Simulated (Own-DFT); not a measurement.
Hf36O71 (tetragonal hafnia with one neutral oxygen vacancy, atoms displaced) (calculated)

A calculation, not a measurement: plane-wave PBE and HSE06 DFT by an unreviewed code, no spin, of a simulated cell at Gamma alone, so results move with cell size and shape, stress positive in tension, energies less offsets, not probed for a lower state with spin; hafnium file: forces about 75 meV/angstrom off all-electron values; oxygen file: force components 24 meV/angstrom off all-electron in a glass; k mesh not checked against a denser one; forces and stress are PBE's, HSE06 gives the energy alone, and its difference from PBE has offsets of its own; offsets are fitted by least squares, one for each functional and potential file, so energies compare only between cells with the same atoms and settings and are not formation energies; the far tail of each file's local potential was reset to the Coulomb form; each entry is a single point on an unrelaxed cell, so the pressure reflects the starting lattice, taken from the Materials Project, from which strain is counted, and rises with the displacements; printed positions are rounded, which can move forces by about a meV/angstrom; the program is a retired in-house code; no spin-orbit coupling. Program: Own-DFT development build.

Common to all runs: first functional PBE; second functional HSE06; exact exchange share 0.25; screening 0.11 1/bohr; exchange divergence Gygi-Baldereschi; potential files PseudoDojo norm-conserving, scalar-relativistic, made for PBE, standard set; wave cutoff 48 hartree; occupations fixed; k mesh 1 x 1 x 1 centred on Gamma.

```yaml
- entry: 1
  formula: Hf36O71
  kind: "tetragonal hafnia with one neutral oxygen vacancy, atoms displaced"
  structure:
    cell_angstrom: [[10.78, 0.0, 0.0], [0.0, 10.78, 0.0], [0.0, 0.0, 10.4493]]
    atoms_fractional:
      - [Hf, 0.0099, 0.0009, 0.99914]
      - [Hf, 0.15601, 0.169, 0.24506]
      - [O, 0.99983, 0.18119, 0.1572]
      - [O, 0.16232, 0.99157, 0.36465]
      - [O, 0.99307, 0.17003, 0.39335]
      - [O, 0.16487, 0.99617, 0.10044]
      - [Hf, 0.99948, 0.99428, 0.4955]
      - [Hf, 0.17657, 0.17536, 0.74224]
      - [O, 0.0019, 0.16388, 0.64872]
      - [O, 0.17982, 0.99354, 0.85121]
      - [O, 0.01238, 0.16422, 0.90207]
      - [O, 0.16303, 0.00019, 0.59964]
      - [Hf, 0.01948, 0.33, 0.00954]
      - [Hf, 0.16731, 0.51171, 0.25655]
      - [O, 0.9927, 0.49469, 0.1594]
      - [O, 0.99138, 0.4998, 0.40437]
      - [O, 0.17186, 0.30441, 0.09428]
      - [Hf, 0.0025, 0.32615, 0.50523]
      - [Hf, 0.16172, 0.49568, 0.7594]
      - [O, 0.00887, 0.48752, 0.65763]
      - [O, 0.18358, 0.33692, 0.85292]
      - [O, 0.99277, 0.48374, 0.90168]
      - [O, 0.16846, 0.33253, 0.61848]
      - [Hf, 0.00669, 0.65489, 0.99225]
      - [Hf, 0.17378, 0.84049, 0.24983]
      - [O, 0.99747, 0.83703, 0.15924]
      - [O, 0.15522, 0.6598, 0.33708]
      - [O, 0.99281, 0.83625, 0.41132]
      - [O, 0.16007, 0.67281, 0.10151]
      - [Hf, 0.99754, 0.66875, 0.50098]
      - [Hf, 0.17985, 0.84062, 0.75113]
      - [O, 0.99321, 0.84243, 0.64354]
      - [O, 0.15876, 0.65053, 0.83848]
      - [O, 0.00055, 0.83309, 0.90778]
      - [O, 0.17904, 0.66429, 0.5907]
      - [Hf, 0.33535, 0.00152, 0.01335]
      - [Hf, 0.4928, 0.1656, 0.24204]
      - [O, 0.33096, 0.16163, 0.14265]
      - [O, 0.50858, 0.00043, 0.35051]
      - [O, 0.32303, 0.15578, 0.40631]
      - [O, 0.50416, 0.00146, 0.10612]
      - [Hf, 0.33141, 0.00277, 0.49456]
      - [Hf, 0.50752, 0.1816, 0.76459]
      - [O, 0.32773, 0.16825, 0.66117]
      - [O, 0.49835, 0.00746, 0.85726]
      - [O, 0.32443, 0.16915, 0.90366]
      - [O, 0.4974, 0.99803, 0.6055]
      - [Hf, 0.33196, 0.33205, 0.99268]
      - [Hf, 0.48863, 0.50312, 0.23325]
      - [O, 0.33487, 0.50461, 0.15791]
      - [O, 0.49357, 0.32724, 0.34475]
      - [O, 0.32312, 0.50359, 0.40136]
      - [O, 0.50254, 0.34057, 0.09566]
      - [Hf, 0.33795, 0.33408, 0.51053]
      - [Hf, 0.49781, 0.50374, 0.75322]
      - [O, 0.33031, 0.48641, 0.65971]
      - [O, 0.49856, 0.33003, 0.83937]
      - [O, 0.34334, 0.49399, 0.90091]
      - [O, 0.50601, 0.33701, 0.59791]
      - [Hf, 0.32396, 0.67256, 0.00829]
      - [Hf, 0.49139, 0.83434, 0.25933]
      - [O, 0.33052, 0.82529, 0.15027]
      - [O, 0.50188, 0.65929, 0.34971]
      - [O, 0.32659, 0.83184, 0.41383]
      - [O, 0.50339, 0.65958, 0.10939]
      - [Hf, 0.34244, 0.673, 0.49521]
      - [Hf, 0.50886, 0.85383, 0.7494]
      - [O, 0.33019, 0.83211, 0.65215]
      - [O, 0.49543, 0.67143, 0.84577]
      - [O, 0.33435, 0.81967, 0.90773]
      - [O, 0.50258, 0.67139, 0.61068]
      - [Hf, 0.66764, 0.00219, 0.99855]
      - [Hf, 0.83746, 0.15886, 0.25901]
      - [O, 0.65296, 0.15858, 0.16212]
      - [O, 0.82224, 0.99814, 0.35295]
      - [O, 0.67023, 0.15688, 0.40661]
      - [O, 0.82841, 0.99572, 0.09995]
      - [Hf, 0.65707, 0.00028, 0.50101]
      - [Hf, 0.8365, 0.16158, 0.74942]
      - [O, 0.65987, 0.17264, 0.64153]
      - [O, 0.83839, 0.99801, 0.84233]
      - [O, 0.67022, 0.1521, 0.89439]
      - [O, 0.83782, 0.99406, 0.59045]
      - [Hf, 0.66155, 0.33643, 0.99647]
      - [Hf, 0.83782, 0.49545, 0.25601]
      - [O, 0.66807, 0.5025, 0.15717]
      - [O, 0.84455, 0.32438, 0.34524]
      - [O, 0.67118, 0.49929, 0.39796]
      - [O, 0.82971, 0.31466, 0.09525]
      - [Hf, 0.66404, 0.34295, 0.50492]
      - [Hf, 0.8258, 0.48429, 0.74322]
      - [O, 0.66673, 0.51257, 0.65546]
      - [O, 0.82846, 0.32915, 0.85004]
      - [O, 0.67355, 0.49666, 0.8966]
      - [O, 0.83161, 0.32599, 0.59447]
      - [Hf, 0.66879, 0.66904, 7.0e-05]
      - [Hf, 0.83465, 0.8393, 0.24301]
      - [O, 0.66124, 0.83465, 0.14243]
      - [O, 0.83011, 0.67253, 0.34523]
      - [O, 0.66888, 0.8262, 0.40207]
      - [O, 0.84354, 0.67234, 0.09662]
      - [Hf, 0.65806, 0.67201, 0.5043]
      - [Hf, 0.82424, 0.8329, 0.74749]
      - [O, 0.65857, 0.8264, 0.65919]
      - [O, 0.83242, 0.66699, 0.83383]
      - [O, 0.6641, 0.83535, 0.91314]
      - [O, 0.83186, 0.66769, 0.59687]
  results:
    "PBE_energy_of_cell_above_offsets [eV]": "-90.013"
    "HSE06_less_PBE_above_offsets [eV]": "0.408"
    "PBE_pressure [GPa]": 5.02
    "PBE_stress_xx [GPa]": -4.54
    "PBE_stress_yy [GPa]": -5.46
    "PBE_stress_zz [GPa]": -5.05
    "PBE_stress_yz [GPa]": -0.28
    "PBE_stress_xz [GPa]": 0.25
    "PBE_stress_xy [GPa]": 0.31
    force_element: [Hf, Hf, O, O, O, O, Hf, Hf, O, O, O, O, Hf, Hf, O, O, O, Hf, Hf, O, O, O, O, Hf, Hf, O, O, O, O, Hf, Hf, O, O, O, O, Hf, Hf, O, O, O, O, Hf, Hf, O, O, O, O, Hf, Hf, O, O, O, O, Hf, Hf, O, O, O, O, Hf, Hf, O, O, O, O, Hf, Hf, O, O, O, O, Hf, Hf, O, O, O, O, Hf, Hf, O, O, O, O, Hf, Hf, O, O, O, O, Hf, Hf, O, O, O, O, Hf, Hf, O, O, O, O, Hf, Hf, O, O, O, O]
    "force_x [eV/angstrom]": [-2.372, 1.526, -0.332, 0.517, 1.68, 0.971, -0.17, -3.626, -0.216, -0.092, -0.18, 1.378, -5.034, -0.637, 3.141, 0.734, 1.961, -0.219, 1.027, -2.352, -1.041, 0.817, -0.003, -2.596, -3.852, 2.289, 0.153, 0.388, 0.387, -0.312, -2.784, 1.327, 0.149, 0.516, -1.341, 0.525, 0.942, 0.018, -1.535, 0.036, -1.99, -0.862, 0.145, 4.527, -0.64, 1.022, -0.531, 0.346, 5.071, -4.689, -0.437, -0.046, -1.295, -0.804, -0.789, 1.247, 0.367, 0.031, -1.265, 2.575, 3.82, 0.881, -1.004, 0.567, -1.263, -0.467, -3.369, 2.041, 0.919, -0.703, -1.693, 0.055, -2.446, 1.885, 1.014, -0.136, 1.69, 2.187, -0.265, 0.66, -0.192, -0.556, -2.73, 3.521, -2.215, 0.322, -0.855, -0.037, -0.449, 0.93, 1.926, -0.857, -0.46, -0.855, 0.003, 0.506, -1.449, -0.412, 0.738, -1.434, -0.805, 2.245, 2.961, 1.866, -0.003, 0.053, 0.083]
    "force_y [eV/angstrom]": [-1.563, 0.423, -1.525, 0.724, -1.35, -0.087, 0.712, -1.325, 0.693, 1.104, 0.522, 0.077, -0.796, -3.902, -0.461, -0.542, 1.566, 0.987, -1.547, 0.454, -0.672, 1.162, -0.895, 1.311, -0.814, 0.824, 4.63, -1.752, -0.774, 0.389, -1.182, -1.121, 4.021, -0.386, 0.062, 0.572, 0.412, -0.667, -0.691, 2.645, -0.888, -0.718, -6.249, 0.109, -0.045, -0.929, -0.26, -0.231, -1.103, -0.254, 0.605, -0.843, -0.352, 0.74, 2.327, 0.021, 3.986, 1.562, 0.177, -2.275, -0.766, 0.704, 1.442, 0.966, 0.657, -2.669, -2.257, 0.491, -0.375, 2.41, -0.593, -1.123, 1.25, 0.431, -0.664, 2.249, 0.926, 0.605, 0.363, -0.588, 0.173, 3.191, 0.699, -0.39, 0.654, -0.36, 1.297, 0.007, 0.658, -1.743, 1.629, -1.331, -1.202, 0.232, 0.989, -0.428, -1.398, -0.604, -0.812, 1.404, -0.33, -1.709, -0.459, 0.616, -0.969, 0.184, -0.074]
    "force_z [eV/angstrom]": [-1.083, 2.289, -0.935, -2.469, 0.541, 1.309, 1.843, 2.236, 0.155, 0.659, 0.249, 0.407, -1.263, -0.431, -1.769, 0.64, 1.392, -0.341, -2.945, -0.808, 1.244, 0.61, -2.676, -0.297, 0.724, 0.157, 1.807, -1.923, -0.483, 0.578, -0.855, 1.825, 2.693, 0.177, -0.571, -2.394, 1.691, 0.876, 0.258, -0.847, -0.503, 3.097, -4.112, -2.181, 0.329, 0.116, -0.351, 0.581, 3.273, -2.435, 0.479, 0.433, -0.524, -0.864, -0.13, -0.619, 3.361, 1.212, 0.645, -1.181, -1.21, 0.648, 0.667, -3.197, -1.5, 3.031, 1.432, 0.208, 0.539, -0.362, -1.485, 2.292, -0.904, -1.276, -0.699, -0.036, -0.477, -0.589, -0.88, 2.043, 0.558, -0.283, 0.964, 1.414, 0.936, -1.366, 0.491, 1.481, -0.668, -2.564, 0.996, -0.903, -1.082, 0.552, 0.706, 1.002, 0.769, 1.847, -0.339, 0.295, -1.305, -1.059, -0.551, -1.328, 1.173, -2.212, -0.662]
- entry: 2
  formula: Hf36O71
  kind: "tetragonal hafnia with one neutral oxygen vacancy, atoms displaced"
  structure:
    cell_angstrom: [[10.78, 0.0, 0.0], [0.0, 10.78, 0.0], [0.0, 0.0, 10.4493]]
    atoms_fractional:
      - [Hf, 0.99943, 0.99812, 0.00684]
      - [Hf, 0.16691, 0.16952, 0.24919]
      - [O, 0.99721, 0.16363, 0.14469]
      - [O, 0.16689, 0.00287, 0.34698]
      - [O, 0.00015, 0.16899, 0.40307]
      - [O, 0.17435, 0.9997, 0.09746]
      - [Hf, 0.00177, 0.00155, 0.49517]
      - [Hf, 0.16591, 0.15981, 0.75528]
      - [O, 0.99954, 0.16139, 0.65001]
      - [O, 0.16968, 0.99909, 0.84769]
      - [O, 0.99788, 0.16433, 0.89704]
      - [O, 0.16989, 0.00184, 0.60173]
      - [Hf, 0.99826, 0.33222, 0.99686]
      - [Hf, 0.16752, 0.49673, 0.25052]
      - [O, 0.99997, 0.50155, 0.14953]
      - [O, 0.16878, 0.33517, 0.35133]
      - [O, 0.99927, 0.50015, 0.40394]
      - [O, 0.16993, 0.33382, 0.09518]
      - [Hf, 0.00209, 0.33144, 0.49925]
      - [Hf, 0.16538, 0.5, 0.75208]
      - [O, 0.00539, 0.50338, 0.65108]
      - [O, 0.17123, 0.33313, 0.85008]
      - [O, 0.00161, 0.50146, 0.90317]
      - [O, 0.16638, 0.32772, 0.59592]
      - [Hf, 0.0026, 0.6671, 0.99805]
      - [Hf, 0.16986, 0.83385, 0.24851]
      - [O, 0.99799, 0.8304, 0.15183]
      - [O, 0.16788, 0.66357, 0.35045]
      - [O, 0.99992, 0.83567, 0.4028]
      - [O, 0.16403, 0.66893, 0.09933]
      - [Hf, 0.99909, 0.66787, 0.50267]
      - [Hf, 0.16627, 0.83006, 0.75445]
      - [O, 0.99485, 0.82557, 0.65164]
      - [O, 0.16719, 0.66486, 0.84175]
      - [O, 0.99823, 0.83452, 0.90812]
      - [O, 0.16492, 0.6679, 0.6001]
      - [Hf, 0.32992, 0.9994, 0.00115]
      - [Hf, 0.49869, 0.16192, 0.24634]
      - [O, 0.33732, 0.16623, 0.14629]
      - [O, 0.49871, 0.99812, 0.35016]
      - [O, 0.33185, 0.16369, 0.40385]
      - [O, 0.50235, 0.99617, 0.09671]
      - [Hf, 0.32972, 0.00312, 0.4999]
      - [Hf, 0.49723, 0.16958, 0.75076]
      - [O, 0.33154, 0.16437, 0.65515]
      - [O, 0.49966, 0.99642, 0.84909]
      - [O, 0.3311, 0.1657, 0.90146]
      - [O, 0.50116, 0.99817, 0.59999]
      - [Hf, 0.33357, 0.33103, 0.00013]
      - [Hf, 0.50148, 0.49824, 0.24994]
      - [O, 0.33162, 0.50332, 0.15507]
      - [O, 0.49961, 0.3305, 0.34769]
      - [O, 0.3323, 0.50215, 0.40308]
      - [O, 0.49863, 0.33343, 0.09601]
      - [Hf, 0.33513, 0.33301, 0.49935]
      - [Hf, 0.49909, 0.50224, 0.7498]
      - [O, 0.33212, 0.4975, 0.65556]
      - [O, 0.49873, 0.33474, 0.85001]
      - [O, 0.3337, 0.5079, 0.90014]
      - [O, 0.49896, 0.32585, 0.59497]
      - [Hf, 0.33322, 0.66792, 0.99886]
      - [Hf, 0.49787, 0.83028, 0.24518]
      - [O, 0.33073, 0.83056, 0.15142]
      - [O, 0.49633, 0.66725, 0.35003]
      - [O, 0.3295, 0.83265, 0.3993]
      - [O, 0.49973, 0.67091, 0.09757]
      - [Hf, 0.32935, 0.672, 0.50314]
      - [Hf, 0.5004, 0.83847, 0.75135]
      - [O, 0.33735, 0.84176, 0.65235]
      - [O, 0.50596, 0.66724, 0.84548]
      - [O, 0.33351, 0.83276, 0.90494]
      - [O, 0.5008, 0.6699, 0.59736]
      - [Hf, 0.66733, 0.99609, 0.00343]
      - [Hf, 0.83717, 0.16864, 0.24855]
      - [O, 0.66895, 0.16844, 0.15085]
      - [O, 0.83125, 0.99983, 0.34529]
      - [O, 0.65904, 0.1703, 0.4033]
      - [O, 0.83024, 0.00561, 0.09673]
      - [Hf, 0.668, 0.99842, 0.50071]
      - [Hf, 0.83687, 0.17082, 0.74547]
      - [O, 0.66428, 0.17237, 0.65644]
      - [O, 0.83321, 0.00031, 0.84067]
      - [O, 0.66853, 0.16917, 0.90369]
      - [O, 0.82939, 0.9954, 0.59626]
      - [Hf, 0.66354, 0.33522, 0.00042]
      - [Hf, 0.82946, 0.49724, 0.2467]
      - [O, 0.66262, 0.5025, 0.15502]
      - [O, 0.83309, 0.33713, 0.34884]
      - [O, 0.66534, 0.49763, 0.40163]
      - [O, 0.82917, 0.3341, 0.09808]
      - [Hf, 0.66128, 0.33383, 0.49948]
      - [Hf, 0.83366, 0.50088, 0.75355]
      - [O, 0.66654, 0.49867, 0.65049]
      - [O, 0.83147, 0.33822, 0.8428]
      - [O, 0.66736, 0.49613, 0.90048]
      - [O, 0.83532, 0.33228, 0.59465]
      - [Hf, 0.66617, 0.67196, 0.00441]
      - [Hf, 0.8366, 0.83642, 0.25718]
      - [O, 0.66468, 0.82864, 0.15084]
      - [O, 0.83229, 0.66569, 0.34896]
      - [O, 0.67141, 0.83605, 0.39994]
      - [O, 0.83513, 0.66514, 0.09849]
      - [Hf, 0.66528, 0.66641, 0.49781]
      - [Hf, 0.83306, 0.83436, 0.75192]
      - [O, 0.66777, 0.83417, 0.64898]
      - [O, 0.83571, 0.6654, 0.8491]
      - [O, 0.83734, 0.66778, 0.59891]
  results:
    "PBE_stress_zz [GPa]": null
```

## Withheld values
1. Hf36O71 (tetragonal hafnia with one neutral oxygen vacancy, atoms displaced) (entry 2): PBE stress zz?

## Answers
1. -1.3 GPa

Further results for Hf36O71 (tetragonal hafnia with one neutral oxygen vacancy, atoms displaced) (entry 2):

- PBE energy of cell above offsets: -100.891 eV
- HSE06 less PBE above offsets: -0.141 eV
- PBE pressure: 0.72 GPa
- PBE stress xx: -0.28 GPa
- PBE stress yy: -0.58 GPa
- PBE stress yz: -0.06 GPa
- PBE stress xz: 0.48 GPa
- PBE stress xy: 0.01 GPa

Force:
```
element  x (eV/Å)  y (eV/Å)  z (eV/Å)
     Hf     -0.42     0.182    -0.838
     Hf     0.496     0.207     0.067
      O     1.129     0.234     0.694
      O    -0.377     0.037    -0.188
      O      0.01    -0.648    -1.166
      O    -2.035     0.077     0.672
     Hf    -0.263    -0.081     1.476
     Hf      0.08     1.317    -1.133
      O      0.37    -0.063    -0.079
      O     -0.18    -0.796     0.816
      O     0.193     0.198     0.609
      O    -1.346    -0.273    -0.531
     Hf     0.048     0.508     0.032
     Hf    -0.496     1.151     0.335
      O     0.065    -0.617     0.319
      O    -0.089    -0.985    -0.842
      O     0.144    -0.241    -0.109
      O    -0.986    -0.441     0.626
     Hf    -0.329     1.469     0.555
     Hf       0.3    -0.875    -0.649
      O     -0.79    -0.334     0.453
      O    -0.405    -0.183    -0.117
      O     0.099     -0.68    -0.236
      O     0.185     0.109     0.155
     Hf    -1.056     -0.39     0.987
     Hf    -0.459    -1.203      0.72
      O     0.503     1.003     0.305
      O    -0.139     0.743    -0.536
      O    -0.037     0.024    -0.322
      O     0.653     0.146    -0.488
     Hf    -0.084    -0.708    -0.258
     Hf     -0.02     0.429    -1.457
      O      1.53     0.807      0.58
      O    -0.227     0.674     1.204
      O     0.557     0.273    -0.668
      O     0.721     0.456     0.056
     Hf     1.752     0.115    -0.889
     Hf     1.372     0.142     0.911
      O    -1.017     0.047     0.579
      O    -0.142    -0.139    -0.821
      O    -0.171     0.848    -0.745
      O    -0.648     0.151     0.326
     Hf      1.32    -0.917     0.634
     Hf     0.732    -0.505    -0.036
      O     0.149     0.001    -0.124
      O     0.418     0.905     0.338
      O     0.134    -0.193     0.219
      O    -0.074      0.36    -0.369
     Hf     0.218      0.75    -0.867
     Hf    -0.956     0.109     0.866
      O      0.49    -0.153    -0.396
      O    -0.459     0.308    -0.429
      O     0.177    -0.385     0.512
      O    -0.072     0.199     0.421
     Hf    -0.635     0.516     0.129
     Hf     0.401     0.109     0.109
      O     0.198    -0.036    -0.368
      O    -0.411     0.028    -0.325
      O     0.131    -1.037     0.562
      O    -0.479     0.402     0.579
     Hf    -0.011    -0.358     0.634
     Hf     0.186     0.185     0.968
      O     0.407     0.256    -0.123
      O     0.532     0.056    -0.516
      O    -0.281      0.56     0.191
      O    -0.349    -0.154    -0.063
     Hf     0.466    -0.716    -0.541
     Hf      0.54    -0.618    -0.843
      O    -1.302    -0.784     0.301
      O     0.237     0.553     0.419
      O    -0.357    -0.093    -0.414
      O    -0.459    -0.355    -0.119
     Hf    -0.225     0.524    -1.372
     Hf    -1.553     0.562     0.222
      O    -0.487    -0.139     0.767
      O     0.474     1.236     0.289
      O     0.627    -0.919    -0.055
      O     0.787     -0.53      0.21
     Hf    -1.028     0.475      0.08
     Hf    -1.192    -0.203     0.197
      O      0.48    -0.239    -0.146
      O    -0.243    -0.003     0.817
      O    -0.199    -0.502     0.365
      O     1.222     0.495    -0.459
     Hf    -0.001    -0.724    -0.594
     Hf     0.969     0.852     0.467
      O     0.309    -0.106    -0.536
      O     0.163    -1.085    -0.606
      O    -0.288      0.59    -0.202
      O     0.982     0.098    -0.168
     Hf     1.038     -0.37     0.278
     Hf    -0.205     0.596    -1.307
      O    -0.128     0.076     0.143
      O     0.816    -1.013     0.783
      O     0.004     1.047      0.46
      O    -0.031    -0.155     0.132
     Hf     0.623    -0.124    -0.895
     Hf    -0.727    -1.694    -0.642
      O     0.849     0.291    -0.188
      O    -0.036     0.165    -0.232
      O    -0.189    -0.557     0.032
      O    -0.306    -0.034    -0.364
     Hf     0.537     0.108     0.411
     Hf    -0.455    -0.364     -0.62
      O     -0.16    -0.202     1.013
      O    -0.443     0.574      0.18
      O    -1.368    -0.402     -0.22
```
